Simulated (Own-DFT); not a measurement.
## Calculated data, HfO₂ (monoclinic hafnia, atoms displaced)

Computed with Own-DFT development build. A calculation, not a measurement: plane-wave density functional theory by an unreviewed code, no spin, of a simulated periodic cell, stress positive in tension, run twice, with PBE and with PBEsol, both on files made for PBE, so the change isn't that of files made for PBEsol, hafnium file: forces about 75 meV/angstrom off all-electron values; oxygen file: force components 24 meV/angstrom off all-electron in one glass; forces on such cells passed a denser k mesh, this cell's mesh not checked; the far tail of each file's local potential was reset to the Coulomb form; each entry is a single point on an unrelaxed cell, so the pressure reflects the starting lattice, mostly measured values (interpolated for alloys), from which strain is counted, and rises with the displacements; printed positions are rounded, which can move forces by about a meV/angstrom; the program, named Own-DFT, is a retired in-house code; no spin-orbit coupling; stress was not checked against mesh or cutoff.

```xyz
96
Lattice="10.2340 0.0000 0.0000 0.0000 10.3500 0.0000 -1.6955 0.0000 10.4453" Properties=species:S:1:pos:R:3:PBE_force_x:R:1:PBE_force_y:R:1:PBE_force_z:R:1:PBEsol_force_x:R:1:PBEsol_force_y:R:1:PBEsol_force_z:R:1 formula=HfO2 functional=PBE,then_PBEsol potential_files=PseudoDojo_norm-conserving,scalar-relativistic,standard_set wave_cutoff=72 occupations=Fermi-Dirac smearing_width=0.1 k_mesh=2_x_2_x_2_centred_on_Gamma PBE_pressure=5.51 PBE_stress_xx=-5.27 PBE_stress_yy=-5.48 PBE_stress_zz=-5.76 PBE_stress_yz=-0.32 PBE_stress_xz=-1.1 PBE_stress_xy=0.01 PBEsol_pressure=-0.95 PBEsol_stress_xx=1.19 PBEsol_stress_yy=0.95 PBEsol_stress_zz=0.72 PBEsol_stress_yz=-0.31 PBEsol_stress_xz=-0.71 PBEsol_stress_xy=0.01 rms_change_of_force_components_from_PBE_to_PBEsol=0.044
Hf     1.2701     0.2336     1.0771     -1.343     -0.248      0.858     -1.317     -0.186      0.826
Hf     3.5164     2.7684     1.5564     -2.028      1.032     -0.742     -1.969      1.072     -0.711
Hf     3.0393     4.9574     4.1705     -1.137      0.249     -1.492     -1.118      0.204     -1.428
Hf     0.7910     2.3561     3.6894      -0.33      0.362     -0.266     -0.312      0.281     -0.289
O      0.0849     1.7355     1.7348      -0.71      0.945      0.738     -0.673      0.916      0.767
O      4.6268     4.2765     0.7789      0.623     -0.029      0.422      0.608     -0.008      0.379
O      4.2609     3.4967     3.3768     -0.979      0.731      0.647     -0.945      0.687      0.592
O     -0.3339     0.7951     4.3069     -0.209      0.764      0.533     -0.201      0.741      0.563
O      1.9062     3.9863     2.4868      0.266     -0.625      1.053      0.328     -0.602      1.033
O      2.7409     1.3530     0.1612       0.81      0.145     -0.277       0.73      0.122     -0.268
O      2.3089     1.2157     2.7962      0.793      0.911     -0.616      0.704      0.874     -0.601
O      1.4360     3.8493     5.1836      0.213     -0.487     -1.403      0.282      -0.47     -1.348
Hf     0.3461     0.1954     6.3398      0.748     -1.088     -0.513      0.755     -1.046     -0.521
Hf     2.5457     2.8067     6.7120     -0.213     -1.581       0.97      -0.24      -1.48      0.965
Hf     2.1905     5.0300     9.3634     -0.741     -0.988     -0.312     -0.738     -1.015     -0.269
Hf    -0.1137     2.3701     8.9236      0.883      1.375      1.154      0.844      1.287      1.087
O     -0.7482     1.7760     7.0839     -0.528     -0.502     -1.096      -0.51     -0.468     -0.999
O      3.6742     4.3167     6.0521      0.597      0.147     -0.449      0.585      0.163     -0.496
O      3.3135     3.4332     8.6484     -0.687        0.8      0.021     -0.658      0.759     -0.025
O     -1.2383     0.8557     9.6789      0.444      0.397     -0.789      0.434      0.376      -0.73
O      1.0620     3.9053     7.7095       -0.3      0.097      0.442     -0.223      0.094      0.405
O      1.9342     1.2945     5.3748     -0.163      0.675     -0.145     -0.233      0.669     -0.132
O      1.5443     1.1791     7.9827     -0.682       1.39     -0.562     -0.725      1.365     -0.544
O      0.6774     3.8799    10.4037     -0.151     -0.797       -1.1     -0.072     -0.766     -1.073
Hf     1.2186     5.5352     1.1189     -0.121     -4.019     -1.119      -0.09     -3.883     -1.125
Hf     3.4076     7.9863     1.4265      1.009     -0.073      0.581      0.981     -0.022      0.605
Hf     3.0554    10.0837     4.0718      0.047      1.075      2.605      0.017      1.001       2.54
Hf     0.8435     7.5261     3.7336     -0.938      1.026      0.854      -0.93      0.961      0.797
O      0.1129     6.9351     1.8591     -1.279       0.66     -0.344     -1.226      0.659     -0.281
O      4.5799     9.5296     0.7127      0.618     -0.523       2.36      0.592     -0.488      2.257
O      4.2016     8.6500     3.3539      0.654     -0.574     -0.085      0.621     -0.572     -0.122
O     -0.3861     6.0015     4.4194      1.138      0.966     -0.077      1.114      0.925     -0.033
O      1.9605     9.1560     2.4907     -0.352     -1.061     -0.598     -0.269     -1.028     -0.583
O      2.7302     6.4330     0.1171      1.608      1.941     -0.008      1.503      1.888      0.006
O      2.3273     6.4538     2.7015      1.377      0.266      0.791       1.26      0.268      0.755
O      1.4485     9.0427     5.1082      0.018      -0.59     -0.615       0.07     -0.572     -0.615
Hf     0.3981     5.4113     6.3272     -0.357     -0.472      0.381     -0.344      -0.43      0.361
Hf     2.5905     7.8950     6.7967      0.381      2.106      0.203      0.368      2.114      0.223
Hf     2.2158    10.2443     9.4133     -0.879     -2.208     -2.369      -0.85     -2.207     -2.286
Hf    -0.0602     7.6211     8.9167     -0.109     -1.166     -0.368     -0.102     -1.166     -0.405
O     -0.6838     6.9071     7.1048     -2.043      0.654     -1.484      -1.97      0.653     -1.396
O      3.7194     9.3991     6.1117       1.35      1.304     -1.409      1.297      1.266     -1.409
O      3.2717     8.6447     8.6053      0.829     -0.288      1.181      0.789     -0.287        1.1
O     -1.1515     5.9765     9.6073     -0.269      0.905      0.083      -0.26      0.877      0.149
O      0.9633     9.0387     7.6750     -0.087      0.576     -0.213     -0.046      0.544     -0.218
O      2.0095     6.4983     5.3835     -0.242     -0.637      -1.36     -0.299     -0.638     -1.317
O      1.4898     6.4271     7.9156      0.976     -0.594      1.133      0.895     -0.574       1.09
O      0.5798     9.0330    10.2302      0.402      0.398      1.777      0.444      0.388      1.741
Hf     6.3432     0.2144     1.1401      0.512     -0.295     -1.249      0.508     -0.233     -1.234
Hf     8.5171     2.8628     1.4666      2.248     -0.737     -0.102      2.192     -0.681      -0.12
Hf     8.1424     4.9984     4.1074     -0.262      0.798       1.56     -0.243      0.766      1.517
Hf     5.9435     2.5327     3.7152     -0.198     -3.667     -0.228     -0.206     -3.625     -0.238
O      5.2153     1.7376     1.8611     -0.317     -0.284     -1.057      -0.31     -0.255     -0.998
O      9.7891     4.2872     0.6943     -0.397     -0.149      1.903     -0.424     -0.128      1.803
O      9.2912     3.5720     3.4346      0.902     -1.969     -0.882      0.859     -1.917     -0.898
O      4.8165     0.9335     4.4050     -1.419     -0.766     -0.044     -1.358     -0.756      0.003
O      6.9852     3.9703     2.5173      0.048     -1.317     -0.311      0.096     -1.294     -0.307
O      7.9690     1.3947     0.0599     -0.866     -1.246       0.56      -0.89     -1.208      0.555
O      7.4699     1.2057     2.6476      0.366      1.432      0.113      0.296      1.377      0.108
O      6.4857     3.7481     5.1576       1.25      1.642      0.529      1.266      1.591      0.499
Hf     5.5341     0.2391     6.3377     -1.493     -1.105      -0.61     -1.421     -1.031     -0.621
Hf     7.7266     2.7977     6.7045      -0.41      0.766      1.143     -0.409      0.795       1.16
Hf     7.3137     4.9666     9.3599     -0.186      0.587     -0.799     -0.183      0.522     -0.756
Hf     4.9532     2.4251     8.9176      1.998      -0.52     -0.747      1.941     -0.534     -0.765
O      4.3901     1.7325     7.0573      -1.11       0.43     -0.581     -1.061      0.434     -0.506
O      8.9447     4.3367     6.1068     -1.442     -0.819     -0.392     -1.402     -0.796     -0.422
O      8.3932     3.4490     8.6853      0.954      -1.28     -1.097      0.932     -1.261     -1.115
O      3.8685     0.9071     9.6425      1.022      0.201       0.95      0.986      0.183      0.967
O      6.0876     3.9343     7.7205      0.272      -0.37      -0.62      0.321      -0.37      -0.61
O      6.9970     1.2658     5.2818      1.911      1.307      0.399      1.796      1.259      0.393
O      6.6945     1.2505     7.9187       0.04      0.293     -0.437     -0.002       0.27     -0.429
O      5.8096     3.7460    10.2520     -1.124      1.616      1.739     -1.028      1.568      1.704
Hf     6.2999     5.2940     1.1039      0.468      2.913     -0.952      0.444      2.909     -0.952
Hf     8.6219     7.9885     1.5514      -0.34      0.075     -0.285     -0.319       0.15     -0.243
Hf     8.1015    10.2193     4.0556      0.833     -1.849      1.323      0.798     -1.848      1.316
Hf     5.8957     7.5804     3.7130      1.201     -0.144     -0.309      1.181       -0.2     -0.334
O      5.1890     6.9393     1.7701     -0.264     -0.265     -0.101     -0.253     -0.253     -0.042
O      9.7676     9.4947     0.9032     -0.513     -0.096     -0.723     -0.502     -0.099     -0.736
O      9.3597     8.6006     3.4553     -0.482      0.068     -0.143     -0.469      0.049      -0.21
O      4.8394     6.0006     4.3602     -1.384     -0.587      0.099     -1.353     -0.589      0.163
O      7.0789     9.0772     2.5311     -0.924      0.107     -0.287     -0.833      0.117     -0.277
O      7.9020     6.5278     0.0407      0.699     -0.486      1.654      0.611     -0.464      1.582
O      7.4653     6.3365     2.7084      0.041      1.205     -0.424     -0.022      1.157      -0.39
O      6.5872     9.0402     5.1733     -0.569     -0.585     -1.089      -0.49     -0.561     -1.056
Hf     5.3576     5.3371     6.2791      2.815      0.872      1.619       2.73      0.894      1.569
Hf     7.7283     7.9737     6.7350      0.011     -0.548      0.143      -0.01     -0.472      0.153
Hf     7.3030    10.2368     9.2964     -0.553     -1.371      1.376     -0.534     -1.356      1.352
Hf     5.1649     7.5684     8.9893     -1.101     -0.477     -1.542     -1.035     -0.526     -1.504
O      4.3706     6.8381     7.0593     -0.706      0.301     -0.047     -0.687      0.287     -0.017
O      8.8407     9.4935     5.9759      0.626      0.422      0.689      0.608      0.421      0.636
O      8.4704     8.6611     8.6880      -0.58      0.111      -0.45     -0.553      0.098      -0.49
O      3.9659     6.0444     9.6634     -1.133     -0.597     -0.169     -1.102     -0.606      -0.11
O      6.1367     9.0764     7.7202      0.389      0.178      0.234      0.444       0.17      0.221
O      7.1106     6.5115     5.2879     -0.436      0.107      0.683     -0.475      0.113      0.651
O      6.6767     6.3851     7.9725      0.028      1.026     -0.731     -0.035      1.017     -0.679
O      5.6720     8.9672    10.3487      0.671      1.726      0.717      0.702      1.668       0.69
```

Units: wave_cutoff in hartree; smearing_width in eV; PBE_pressure, PBE_stress_xx, PBE_stress_yy, PBE_stress_zz, PBE_stress_yz, PBE_stress_xz, PBE_stress_xy, PBEsol_pressure, PBEsol_stress_xx, PBEsol_stress_yy, PBEsol_stress_zz, PBEsol_stress_yz, PBEsol_stress_xz, PBEsol_stress_xy in GPa; rms_change_of_force_components_from_PBE_to_PBEsol, PBE_force_x, PBE_force_y, PBE_force_z, PBEsol_force_x, PBEsol_force_y, PBEsol_force_z in eV/Å.
